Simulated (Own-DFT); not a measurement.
# Misfit strain and the stress it brings: diamond-structure SiGeSn with randomly placed atoms, 64 atoms (Ge52Si8Sn4)

No measurement is shown. These are fixed-geometry runs of a retired plane-wave code named Own-DFT, which no person has reviewed; spin and spin-orbit coupling are neglected.

Common settings: PBE; PseudoDojo norm-conserving scalar-relativistic files; cutoff 49 hartree; 3 x 3 x 3 k mesh centred on Gamma; Fermi-Dirac smearing of 0.1 eV.

Keep in mind: forces on such cells moved up to 12 meV/angstrom on a denser k mesh; stress not checked against mesh or cutoff.

Unstrained cell vectors in Å: (11.363, 0.000, 0.000); (0.000, 11.363, 0.000); (0.000, 0.000, 11.363). The unstrained cell has measured lattice constants (interpolated for alloys), not those of this functional. That, the random moves and any unrelaxed bonds set the pressure at no strain. Each run strains x and y alike by e, as a substrate would, and holds the height along z. Each atom got a random Gaussian move of width 0.05 Å along each axis. The random placing of the alloy's atoms differs from row to row. Stress is positive in tension.

| e (%) | u (Å) | (s_xx + s_yy)/2 (GPa) | s_zz (GPa) |
|---|---|---|---|
| -3.00 | 0.046 | -10.61 | -8.52 |
| -2.75 | 0.051 | -10.19 | -8.25 |
| -2.50 | 0.047 | -9.40 | -7.89 |
| -2.00 | 0.048 | -8.46 | -6.89 |
| -1.75 | 0.047 | -8.05 | -6.89 |
| -0.75 | 0.046 | -5.87 | -5.33 |
| -0.25 | 0.048 | -4.87 | -4.67 |
| 0.50 | 0.048 | ? | ? |
| 2.50 | 0.056 | -0.83 | -2.19 |
| 2.75 | 0.050 | -0.23 | -1.78 |

## Worked fit

With e as a fraction, the in-plane stress is -4.5 + 177 e - 933 e² GPa (errors 2 and 147, scatter 0.13), and s_zz is -4.4 + 115 e - 790 e² GPa (slope ± 2, scatter 0.14). At e = 0 the first slope is C11 + C12 and the second 2 C12, both with the ions held to the strained lattice and at the cell's own pressure. The term in e² is negative: the layer stiffens under compression and softens under tension. A free layer would change its height as e changes, and the in-plane slope would drop by 2 C12²/C11 to the biaxial modulus. At fixed height, a misfit of 1 % moves the in-plane stress by about 1.8 GPa and s_zz by 1.1 GPa.

## Withheld run

Asked: what are the two stresses at e = 0.50 %?

The fitted form gives -3.7 and -3.9 GPa. Computed: -3.71 and -4.17 GPa.
